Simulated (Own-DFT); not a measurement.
Simulation results for Hf$_{36}$O$_{71}$ (tetragonal hafnia with one neutral oxygen vacancy, atoms displaced)

A calculation, not a measurement: plane-wave PBE and HSE06 DFT by an unreviewed code, no spin, of a simulated cell at Gamma alone, so results move with cell size and shape, stress positive in tension, energies less offsets, not probed for a lower state with spin; hafnium file: forces about 75 meV/angstrom off all-electron values; oxygen file: force components 24 meV/angstrom off all-electron in a glass; k mesh not checked against a denser one; forces and stress are PBE's, HSE06 gives the energy alone, and its difference from PBE has offsets of its own; offsets are fitted by least squares, one for each functional and potential file, so energies compare only between cells with the same atoms and settings and are not formation energies; the far tail of each file's local potential was reset to the Coulomb form; each entry is a single point on an unrelaxed cell, so the pressure reflects the starting lattice, taken from the Materials Project, from which strain is counted, and rises with the displacements; printed positions are rounded, which can move forces by about a meV/angstrom; the program is a retired in-house code; no spin-orbit coupling. Program: Own-DFT development build.

Common to all runs: first functional PBE; second functional HSE06; exact exchange share 0.25; screening 0.11 1/bohr; exchange divergence Gygi-Baldereschi; potential files PseudoDojo norm-conserving, scalar-relativistic, made for PBE, standard set; wave cutoff 48 hartree; occupations fixed; k mesh 1 x 1 x 1 centred on Gamma.

(1) Hf$_{36}$O$_{71}$ (tetragonal hafnia with one neutral oxygen vacancy, atoms displaced)

```
Hf36O71
1.0
     10.7800     0.0000     0.0000
      0.0000    10.7800     0.0000
      0.0000     0.0000    10.4493
Hf O Hf O Hf O Hf O Hf O Hf O Hf O Hf O Hf O Hf O Hf O Hf O Hf O Hf O Hf O Hf O Hf O Hf O
2 4 2 4 2 4 2 4 2 4 2 4 2 4 2 4 2 4 2 4 2 4 2 3 2 4 2 4 2 4 2 4 2 4 2 4
Direct
  0.01042 0.00219 0.00494
  0.16933 0.16235 0.25662
  0.00034 0.16717 0.14972
  0.16061 0.00388 0.35057
  0.00658 0.16280 0.40517
  0.16904 0.00449 0.09122
  0.99315 0.99355 0.49371
  0.16494 0.16640 0.75564
  0.00118 0.15943 0.64935
  0.16524 0.00250 0.84798
  0.00069 0.16907 0.90055
  0.16387 0.99557 0.59058
  0.99286 0.32918 0.98958
  0.16745 0.49576 0.25067
  0.99699 0.50492 0.15961
  0.16659 0.33307 0.34458
  0.99254 0.50773 0.40363
  0.17763 0.33549 0.09732
  0.01177 0.33085 0.49525
  0.16459 0.49562 0.74881
  0.99387 0.50284 0.65397
  0.17071 0.33725 0.85250
  0.99996 0.49536 0.90164
  0.17429 0.33230 0.60231
  0.99846 0.66270 0.00435
  0.16317 0.84404 0.25728
  0.99938 0.83533 0.15456
  0.17054 0.65617 0.35083
  0.00477 0.83272 0.40903
  0.16267 0.65936 0.09951
  0.99141 0.66624 0.49913
  0.16469 0.84014 0.74299
  0.00797 0.82865 0.65786
  0.16157 0.67316 0.84050
  0.00499 0.83380 0.90032
  0.18004 0.67297 0.59808
  0.33563 0.99566 0.00975
  0.50225 0.17126 0.25229
  0.33109 0.16325 0.15130
  0.49811 0.99814 0.34006
  0.33455 0.16541 0.39139
  0.49971 0.99281 0.08618
  0.32688 0.00106 0.49971
  0.49692 0.16615 0.74353
  0.33657 0.15865 0.65320
  0.49805 0.00514 0.84340
  0.32630 0.16404 0.90874
  0.48675 0.00539 0.59490
  0.32865 0.33965 0.99844
  0.49977 0.50291 0.24493
  0.32788 0.50234 0.15661
  0.49339 0.33019 0.34988
  0.33764 0.49469 0.40114
  0.50037 0.32801 0.10535
  0.33407 0.33475 0.50042
  0.50737 0.50596 0.74972
  0.33928 0.49941 0.65624
  0.49353 0.33232 0.84340
  0.33226 0.50624 0.90351
  0.50631 0.33245 0.59894
  0.33788 0.66888 0.00092
  0.49633 0.83646 0.24427
  0.34029 0.83823 0.14855
  0.50071 0.67494 0.34364
  0.34107 0.82632 0.40093
  0.50408 0.66045 0.09698
  0.33570 0.66728 0.48918
  0.49514 0.83556 0.75247
  0.33498 0.83431 0.65023
  0.33527 0.83215 0.90485
  0.50285 0.66760 0.60524
  0.66215 0.99933 0.00106
  0.83395 0.16067 0.24761
  0.67162 0.16821 0.15177
  0.83180 0.99686 0.35520
  0.66343 0.16484 0.40329
  0.83297 0.00010 0.10471
  0.67537 0.00135 0.50436
  0.82667 0.16624 0.74318
  0.66830 0.16438 0.65202
  0.83873 0.00186 0.84288
  0.66494 0.16958 0.90009
  0.83112 0.00100 0.59899
  0.66552 0.33975 0.00145
  0.82612 0.49797 0.25718
  0.67693 0.50267 0.15011
  0.83555 0.32662 0.35109
  0.65979 0.51230 0.40391
  0.83593 0.33683 0.10241
  0.65912 0.33417 0.49497
  0.83858 0.50241 0.74622
  0.67139 0.49587 0.64295
  0.82926 0.33019 0.85361
  0.66728 0.49742 0.90766
  0.82321 0.32570 0.59812
  0.66550 0.66942 0.00027
  0.82863 0.82969 0.25543
  0.65994 0.83608 0.14324
  0.83039 0.66903 0.34839
  0.66367 0.83586 0.40496
  0.84301 0.67341 0.09813
  0.67021 0.66026 0.49481
  0.83984 0.84351 0.75705
  0.66301 0.83664 0.64494
  0.83553 0.66886 0.85022
  0.66591 0.82657 0.90188
  0.83974 0.67393 0.60288
```

* PBE energy of cell above offsets: -96.005 eV
* HSE06 less PBE above offsets: 0.114 eV
* PBE pressure: 2.48 GPa
* PBE stress xx: -1.89 GPa
* PBE stress yy: -2.86 GPa
* PBE stress zz: -2.7 GPa
* PBE stress yz: -0.37 GPa
* PBE stress xz: 0 GPa
* PBE stress xy: 0.1 GPa

Force:
```csv
element,x (eV/Å),y (eV/Å),z (eV/Å)
Hf,-2.41,-0.617,-1.399
Hf,0.384,1.938,-2.148
O,0.49,-0.24,0.508
O,0.374,-1.333,-0.101
O,-0.171,0.492,-0.451
O,0.001,-0.713,2.491
Hf,0.621,2.003,2.247
Hf,0.627,-0.099,0.049
O,0.045,0.807,0.338
O,-0.25,-0.093,-0.085
O,0.462,-0.854,-0.335
O,-0.361,0.123,0.343
Hf,0.358,0.763,2.073
Hf,-1.178,1.402,-1.318
O,-0.228,-0.454,0.031
O,-0.65,-0.518,1.631
O,0.13,-2.065,0.507
O,-2.629,-0.039,0.475
Hf,-2.167,-0.128,0.478
Hf,1.334,2.651,0.468
O,1.983,-0.61,-1.082
O,-0.252,-0.658,-0.644
O,-0.082,0.417,-0.328
O,-1.317,0.249,-0.393
Hf,1.477,0.255,-1.318
Hf,0.341,-3.358,-1.197
O,0.843,0.732,1.058
O,0.052,2.02,-0.399
O,0.048,-0.866,-1.626
O,1.069,0.772,-0.314
Hf,2.718,-0.092,1.297
Hf,1.775,-1.624,1.242
O,-2.68,0.626,-1.472
O,0.18,-1.405,0.183
O,-0.646,0.748,1.041
O,-1.876,-0.775,-0.91
Hf,-0.053,1.406,-2.783
Hf,-0.527,-0.871,-0.569
O,0.706,-0.549,0.733
O,-0.146,0.54,-0.31
O,-0.707,0.282,1.36
O,0.884,0.606,1.413
Hf,1.773,-0.476,0.262
Hf,0.749,0.114,1.18
O,-2.32,0.864,-0.57
O,0.386,-0.857,0.343
O,-0.007,0.472,-0.319
O,2.209,-0.037,-0.433
Hf,1.28,-1.322,-0.55
Hf,-0.658,0.012,0.234
O,2.205,0.155,-0.396
O,0.976,1.305,0.143
O,0.297,0.223,-0.014
O,-0.005,1.001,-0.455
Hf,1.552,-0.238,0.23
Hf,-0.749,0.043,0.043
O,-0.438,-0.74,-0.115
O,0.238,0.747,0.208
O,0.357,0.216,0.011
O,-1.426,-0.271,-0.488
Hf,-1.67,-0.337,-0.38
Hf,1.356,0.545,1.421
O,-2.636,-0.299,0.307
O,0.116,-1.878,-0.106
O,-1.328,2.419,-0.858
O,-0.727,-0.36,-0.041
Hf,-0.204,-0.809,2.272
Hf,0.671,-0.511,-1.057
O,0.079,0.498,0.198
O,0.601,0.042,-0.254
O,0.117,-0.586,-0.569
Hf,1.267,0.543,-0.918
Hf,-0.003,0.601,-0.451
O,-0.799,-0.385,0.205
O,0.481,0.149,-0.11
O,-0.046,0.289,-0.367
O,0.109,-0.064,-0.606
Hf,-3.178,-1.162,-0.196
Hf,0.912,1.116,0.844
O,-1.259,-0.631,-0.683
O,-0.452,0.774,1.083
O,0.207,-0.436,0.563
O,1.591,-0.382,0.511
Hf,0.507,-2.135,-0.013
Hf,2.899,-1.089,-0.907
O,-2.084,-0.087,0.338
O,-0.246,0.903,-0.273
O,0.036,-4.153,-2.433
O,-0.422,-0.212,-0.365
Hf,1.462,-0.393,0.699
Hf,-1.684,-0.078,1.418
O,0.074,0.733,0.839
O,0.63,0.621,-0.713
O,-0.645,1.304,-1.11
O,1.859,0.243,-0.375
Hf,1.401,-0.289,-0.381
Hf,-0.797,0.94,-2.1
O,1.335,-0.482,1.024
O,0.041,-0.305,0.75
O,0.873,-0.433,-0.828
O,-2.477,0.312,0.945
Hf,-0.909,4.534,3.299
Hf,-0.744,-2.52,-0.824
O,0.52,0.728,1.53
O,-0.073,-0.51,-0.385
O,-0.244,1.642,-0.484
O,-1.502,-0.493,-0.551
```

(2) Hf$_{36}$O$_{71}$ (tetragonal hafnia with one neutral oxygen vacancy, atoms displaced)

```
Hf36O71
1.0
     10.7800     0.0000     0.0000
      0.0000    10.7800     0.0000
      0.0000     0.0000    10.4493
Hf O Hf O Hf O Hf O Hf O Hf O Hf O Hf O Hf O Hf O Hf O Hf O Hf O Hf O Hf O Hf O Hf O Hf O
2 4 2 4 2 4 2 4 2 4 2 4 2 4 2 4 2 4 2 4 2 3 2 4 2 4 2 4 2 4 2 4 2 4 2 4
Direct
  0.00044 0.00176 0.99552
  0.16777 0.16570 0.24619
  0.99839 0.16763 0.15245
  0.16482 0.99902 0.34831
  0.99845 0.16877 0.40372
  0.16681 0.00058 0.10023
  0.99930 0.00571 0.49985
  0.17003 0.17273 0.75051
  0.99934 0.16911 0.64876
  0.16763 0.00013 0.84688
  0.00018 0.16439 0.90345
  0.16732 0.00335 0.60038
  0.00024 0.33078 0.99892
  0.16981 0.49795 0.24668
  0.99723 0.49853 0.15277
  0.16977 0.33148 0.35204
  0.99891 0.50433 0.39940
  0.16458 0.33468 0.09940
  0.00019 0.32685 0.49926
  0.16735 0.49319 0.75374
  0.00080 0.50196 0.65350
  0.16755 0.33192 0.84496
  0.00363 0.50218 0.90594
  0.16801 0.33365 0.59546
  0.00269 0.66283 0.99573
  0.16558 0.83323 0.25038
  0.00363 0.83246 0.14705
  0.16458 0.66545 0.34577
  0.99778 0.83267 0.40391
  0.16985 0.66354 0.09915
  0.00123 0.66990 0.50075
  0.16671 0.83586 0.75402
  0.99378 0.83168 0.65201
  0.16701 0.66814 0.85209
  0.99981 0.83223 0.90187
  0.16404 0.66468 0.59499
  0.33741 0.99848 0.00122
  0.49879 0.16040 0.25412
  0.33093 0.16694 0.14835
  0.49689 0.99866 0.35087
  0.33349 0.16440 0.40066
  0.50096 0.00329 0.10254
  0.32586 0.00121 0.49630
  0.49895 0.15963 0.74808
  0.33165 0.16389 0.64812
  0.50421 0.00234 0.84415
  0.33316 0.16821 0.89997
  0.49327 0.99775 0.60193
  0.33234 0.33214 0.99873
  0.50124 0.50032 0.25083
  0.33160 0.49747 0.15870
  0.50317 0.33327 0.34834
  0.33083 0.49802 0.40384
  0.50133 0.33237 0.09903
  0.33504 0.33312 0.49786
  0.49989 0.49731 0.74859
  0.33530 0.50104 0.64990
  0.49744 0.33094 0.84834
  0.33206 0.49995 0.90641
  0.50340 0.33115 0.59917
  0.32800 0.67001 0.99780
  0.50227 0.83504 0.25164
  0.33071 0.83474 0.15289
  0.33680 0.83176 0.40504
  0.49962 0.66469 0.09672
  0.33302 0.66682 0.50372
  0.50563 0.83431 0.74878
  0.33129 0.82877 0.65234
  0.49936 0.66994 0.85536
  0.33640 0.83390 0.90426
  0.50227 0.66673 0.59739
  0.66844 0.99322 0.00011
  0.82919 0.16535 0.25148
  0.66306 0.16750 0.15465
  0.83205 0.99741 0.34341
  0.66913 0.16829 0.39974
  0.83619 0.00089 0.09674
  0.66940 0.99951 0.50330
  0.83248 0.16762 0.75100
  0.66883 0.16958 0.64998
  0.83532 0.00609 0.84975
  0.66243 0.16823 0.89535
  0.82797 0.00255 0.59485
  0.67093 0.33242 0.99697
  0.83520 0.49765 0.25186
  0.66797 0.50345 0.15395
  0.83635 0.33540 0.34426
  0.66592 0.50131 0.40139
  0.83319 0.33500 0.09924
  0.66977 0.32888 0.49599
  0.83173 0.49819 0.74498
  0.66784 0.49863 0.64840
  0.83585 0.33303 0.84516
  0.66618 0.49794 0.89965
  0.82609 0.33085 0.60200
  0.66637 0.66469 0.99903
  0.83614 0.82718 0.25011
  0.66522 0.83509 0.15236
  0.83180 0.66501 0.34667
  0.66284 0.83118 0.40277
  0.82994 0.66726 0.10410
  0.66468 0.66595 0.50126
  0.83362 0.83283 0.74584
  0.66593 0.83565 0.65531
  0.83011 0.66870 0.85022
  0.67199 0.83457 0.90119
  0.83140 0.66538 0.59783
```

* PBE energy of cell above offsets: -100.882 eV
* HSE06 less PBE above offsets: -0.148 eV
* PBE pressure: 0.62 GPa
* PBE stress xx: 0.38 GPa
* PBE stress yy: -1.27 GPa
* PBE stress zz: -0.98 GPa
* PBE stress yz: 0.23 GPa
* PBE stress xz: 0.19 GPa
* PBE stress xy: -0.01 GPa

Force:
```csv
element,x (eV/Å),y (eV/Å),z (eV/Å)
Hf,0.022,-0.997,1.011
Hf,-0.188,0.232,-0.036
O,0.179,0.113,0.178
O,-0.056,0.329,0.361
O,-0.117,-0.824,-0.516
O,0.21,0.228,-0.59
Hf,0.174,-1.04,0.082
Hf,0.047,-1.832,-0.87
O,0.145,-0.064,0.334
O,-0.011,0.416,0.111
O,0.363,1.025,-0.567
O,-1.046,-0.38,-0.326
Hf,-0.694,0.393,1.083
Hf,-1.118,0.356,1.04
O,0.703,0.075,-0.426
O,-0.342,-0.295,-0.572
O,-0.066,-1.06,0.852
O,0.122,-0.195,-0.51
Hf,-0.144,2.22,0.14
Hf,-0.018,1.959,-1.183
O,-0.057,-0.526,0.454
O,-0.224,0.179,0.953
O,0.139,-1.326,-0.788
O,-0.202,-0.036,0.682
Hf,-0.685,1.161,1.514
Hf,-0.088,-0.658,-0.263
O,-0.378,-0.1,0.742
O,0.182,0.447,0.021
O,0.021,0.898,-0.214
O,-0.821,-0.073,-0.146
Hf,-0.219,-1.093,-0.472
Hf,-0.116,-0.465,-0.709
O,1.299,0.473,-0.073
O,0.109,-0.257,-0.523
O,0.048,0.249,-0.346
O,0.25,0.207,0.556
Hf,-0.788,0.413,0.44
Hf,-0.092,1.31,-0.797
O,0.34,-0.014,0.354
O,0.301,0.103,0.053
O,-0.01,0.321,-0.344
O,-0.101,-0.245,-0.633
Hf,1.005,-0.518,0.646
Hf,0.429,1.744,-0.459
O,-0.038,0.394,0.386
O,-0.234,-1.312,1.189
O,-0.265,-0.66,-0.129
O,0.932,0.146,-0.588
Hf,1.554,0.115,0.941
Hf,0.32,0.332,-0.132
O,0.861,-0.16,-0.669
O,-0.361,-0.461,-0.01
O,0.507,0.561,0.056
O,-0.253,0.189,-0.68
Hf,0.483,0.081,-0.004
Hf,0.503,-0.135,0.457
O,-0.389,-0.176,0.719
O,-0.264,0.435,-0.436
O,-0.296,-0.106,-0.5
O,-0.447,0.17,-0.382
Hf,1.284,-0.436,0.608
Hf,-0.476,-1.211,0.165
O,0.6,0.155,0.047
O,0.004,-0.027,-0.275
O,-0.388,0.164,0.5
Hf,-0.246,-0.101,-0.437
Hf,-1.617,-0.43,0.216
O,0.098,-0.057,0.614
O,0.273,-0.481,-1.309
O,-0.291,0.652,-0.328
O,-0.307,0.1,0.006
Hf,0.378,1.286,0.33
Hf,0.011,-0.052,-0.922
O,0.753,-0.155,-0.121
O,-0.003,0.247,0.648
O,0.114,-1.197,0.022
O,-0.512,0.036,-0.246
Hf,-1.684,0.027,-0.741
Hf,-0.506,0.205,-0.261
O,-0.607,-0.788,-0.088
O,-0.059,-1.09,-0.515
O,0.557,-0.391,0.803
O,1.435,-0.123,0.408
Hf,-1.308,-0.2,0.558
Hf,-0.084,1.166,-0.44
O,-0.317,-0.267,-0.271
O,-0.159,-1.1,0.997
O,-0.373,-0.12,0.179
O,0.141,-0.353,-0.658
Hf,-1.168,1.203,0.509
Hf,-0.16,0.708,0.123
O,-0.459,0.277,0.506
O,0.268,0.174,0.591
O,0.115,0.067,-0.013
O,1.718,0.26,-0.658
Hf,-0.001,-0.355,0.553
Hf,0.143,-0.243,-0.682
O,0.239,0.317,-0.103
O,0.021,0.45,0.479
O,-0.244,0.38,0.196
O,0.737,0.296,-1.013
Hf,0.392,-0.691,-0.81
Hf,-0.009,-0.269,1.388
O,0.516,0.163,-0.746
O,0.283,-0.591,-0.515
O,-0.399,-0.117,-0.017
O,0.17,0.251,0.252
```

(3) Hf$_{36}$O$_{71}$ (tetragonal hafnia with one neutral oxygen vacancy, atoms displaced)

```
Hf36O71
1.0
     10.7800     0.0000     0.0000
      0.0000    10.7800     0.0000
      0.0000     0.0000    10.4493
Hf O Hf O Hf O Hf O Hf O Hf O Hf O Hf O Hf O Hf O Hf O Hf O Hf O Hf O Hf O Hf O Hf O Hf O
2 4 2 4 2 4 2 4 2 4 2 4 2 4 2 4 2 4 2 4 2 4 2 3 2 4 2 4 2 4 2 4 2 4 2 4
Direct
  0.99955 0.00234 0.99922
  0.16352 0.16227 0.25126
  0.00055 0.16124 0.14722
  0.17326 0.00195 0.34999
  0.00027 0.16685 0.40307
  0.16232 0.99626 0.09614
  0.99817 0.00109 0.49839
  0.16935 0.16494 0.74906
  0.00096 0.16651 0.65392
  0.16737 0.00002 0.84478
  0.00031 0.16445 0.90330
  0.16401 0.00006 0.59524
  0.00705 0.33220 0.99658
  0.16592 0.50154 0.25086
  0.00045 0.49949 0.15248
  0.16341 0.33090 0.34421
  0.00084 0.49755 0.40205
  0.16635 0.33514 0.09607
  0.00144 0.33596 0.50438
  0.16475 0.49983 0.75087
  0.00024 0.50453 0.65256
  0.16478 0.33058 0.84687
  0.99762 0.49506 0.90400
  0.16302 0.33168 0.59915
  0.00324 0.66570 0.00529
  0.16913 0.83171 0.25017
  0.99873 0.83977 0.14971
  0.16492 0.66429 0.34667
  0.00293 0.83181 0.40066
  0.16777 0.66534 0.09596
  0.99816 0.66542 0.50236
  0.16870 0.83247 0.74480
  0.00264 0.83136 0.65573
  0.16898 0.66929 0.84880
  0.99790 0.83894 0.89838
  0.16491 0.67170 0.59835
  0.33310 0.99795 0.00447
  0.49911 0.16310 0.25133
  0.33385 0.16687 0.15356
  0.50287 0.00601 0.34270
  0.33776 0.16434 0.40312
  0.49584 0.99875 0.09748
  0.33136 0.99601 0.49913
  0.49902 0.17032 0.75220
  0.33169 0.16737 0.65237
  0.50135 0.99854 0.84657
  0.33303 0.16440 0.90190
  0.49828 0.00254 0.59990
  0.33399 0.33001 0.00173
  0.50224 0.49690 0.25091
  0.33506 0.50092 0.14662
  0.50058 0.33377 0.35126
  0.33616 0.49876 0.40208
  0.49683 0.33282 0.09003
  0.33685 0.33599 0.50445
  0.50271 0.49944 0.74739
  0.33531 0.49917 0.65010
  0.50143 0.33109 0.84983
  0.33635 0.50049 0.90997
  0.50373 0.33107 0.59444
  0.33287 0.66536 0.00109
  0.49956 0.82943 0.24633
  0.33052 0.83340 0.15383
  0.50253 0.67058 0.34648
  0.33238 0.83380 0.40411
  0.50909 0.66767 0.09828
  0.33173 0.66304 0.49822
  0.49778 0.83262 0.74992
  0.33489 0.83614 0.64890
  0.33019 0.83165 0.90316
  0.50199 0.66901 0.60122
  0.66802 0.00246 0.00179
  0.83697 0.17351 0.25135
  0.66554 0.16554 0.15341
  0.83389 0.00037 0.34713
  0.66509 0.16321 0.39555
  0.83704 0.00013 0.09645
  0.66480 0.00133 0.49961
  0.83685 0.16525 0.74838
  0.67038 0.16199 0.64807
  0.83223 0.00006 0.84916
  0.66588 0.16467 0.90524
  0.82965 0.99757 0.59830
  0.66648 0.33361 0.00011
  0.82891 0.49980 0.25300
  0.66851 0.50089 0.15009
  0.83006 0.33422 0.34437
  0.66878 0.49909 0.40289
  0.82839 0.33564 0.09826
  0.66649 0.33022 0.50026
  0.83135 0.50428 0.75591
  0.66680 0.50057 0.64962
  0.83147 0.33122 0.85028
  0.65930 0.49988 0.90902
  0.83553 0.33226 0.60529
  0.66808 0.66897 0.00051
  0.83854 0.83643 0.25184
  0.66633 0.83527 0.15483
  0.83145 0.66500 0.34619
  0.66876 0.83479 0.40673
  0.83564 0.66784 0.09637
  0.66681 0.66115 0.49733
  0.83252 0.82968 0.74774
  0.66903 0.83397 0.65188
  0.83812 0.66907 0.84984
  0.66788 0.83636 0.90216
  0.83148 0.66417 0.59663
```

* PBE energy of cell above offsets: -100.876 eV
* HSE06 less PBE above offsets: -0.131 eV
* PBE pressure: 0.88 GPa
* PBE stress xx: -0.49 GPa
* PBE stress yy: -0.61 GPa
* PBE stress zz: -1.55 GPa
* PBE stress yz: 0.11 GPa
* PBE stress xz: -0.25 GPa
* PBE stress xy: 0.02 GPa

Force:
```csv
element,x (eV/Å),y (eV/Å),z (eV/Å)
Hf,-0.492,-0.893,-0.582
Hf,0.59,0.664,-0.374
O,0.085,0.731,0.868
O,-0.465,-0.797,-0.39
O,-0.174,0.283,-0.158
O,1.295,0.17,0.568
Hf,-0.566,-0.286,0.511
Hf,-0.366,-0.619,0.316
O,0.085,-0.219,-0.38
O,0.257,-0.088,-0.19
O,0.063,0.831,-0.494
O,0.229,-0.056,0.004
Hf,-1.371,-0.577,0.586
Hf,-0.06,-1.197,-0.727
O,-0.065,0.235,0.297
O,0.278,0.391,0.257
O,-0.042,0.439,0.369
O,0.329,-0.09,0.146
Hf,-0.333,-0.535,-0.291
Hf,0.2,0.176,0.413
O,-0.09,-0.039,0.275
O,0.107,0.789,-0.021
O,0.354,1.15,-0.479
O,0.897,0.553,-0.114
Hf,-0.889,0.844,-1.16
Hf,-1.017,0.721,0.031
O,0.882,-0.918,0.545
O,0.407,0.283,0.28
O,-0.141,0.113,0.222
O,-0.171,0.183,0.802
Hf,-0.087,0.172,-0.262
Hf,-0.309,0.601,1.118
O,-0.791,-0.14,-0.951
O,-0.269,-1.064,-0.191
O,0.326,-1.272,0.728
O,0.706,-0.56,-0.348
Hf,-0.382,0.275,-0.989
Hf,0.218,0.724,-0.324
O,-0.82,-0.057,-0.143
O,-0.268,-2.354,0.651
O,-0.233,0.868,0.449
O,0.522,-0.073,0.032
Hf,0.453,1.041,0.409
Hf,0.522,-1.698,-0.196
O,0.416,0.488,0.04
O,-0.293,0.327,-0.024
O,0.058,0.114,0.092
O,0.011,-0.13,-0.65
Hf,-0.275,0.036,-0.21
Hf,-0.29,0.201,-0.759
O,0.074,0.229,1.455
O,0.107,0.228,-0.414
O,-0.129,0.22,-0.142
O,0.754,0.268,1.305
Hf,-0.578,-1.498,-0.84
Hf,-0.017,0.768,1.092
O,-0.49,-0.147,0.273
O,-0.224,0.683,-0.887
O,0.066,-0.169,-1.31
O,-0.412,0.05,0.738
Hf,0.726,-0.051,-0.314
Hf,0.892,1.325,0.221
O,0.51,-0.31,-0.171
O,-0.248,-1.356,0.311
O,-0.02,-0.954,-0.543
O,-1.788,0.266,-0.346
Hf,0.468,0.853,0.598
Hf,0.972,0.077,0.089
O,-0.154,-0.208,0.153
O,0.749,-0.02,0.001
O,-0.652,-0.464,-0.346
Hf,0.241,-0.228,-0.028
Hf,-0.863,-1.351,-1.066
O,0.288,0.029,-0.064
O,0.447,0.404,0.063
O,0.401,1.12,0.826
O,-0.977,-0.052,0.309
Hf,-0.253,-0.272,0.316
Hf,-0.598,-0.258,0.601
O,-0.604,0.692,0.4
O,-0.115,0.036,-0.544
O,-0.198,0.546,-0.427
O,1.285,0.088,-0.36
Hf,0.257,-0.904,0.107
Hf,0.758,0.117,-1.218
O,-0.655,-0.148,0.79
O,0.099,0.153,1.131
O,-0.248,-0.514,-0.399
O,1.326,-0.32,0.135
Hf,0.867,-0.92,-0.177
Hf,0.296,-1.03,-0.253
O,0.057,-0.13,0.522
O,-0.218,0.652,-0.342
O,0.129,0.734,-1.352
O,-0.241,0.274,-1.086
Hf,0.544,0.578,-0.137
Hf,-0.94,0.045,-0.416
O,0.442,0.05,0.088
O,0.191,0.369,0.349
O,-0.186,-0.582,-0.256
O,0.058,-0.045,0.216
Hf,-0.126,1.841,0.43
Hf,0.133,1.514,0.651
O,-0.856,-0.228,0.414
O,-0.298,-0.88,-0.101
O,-0.386,-0.911,0.136
O,0.297,-0.002,0.21
```
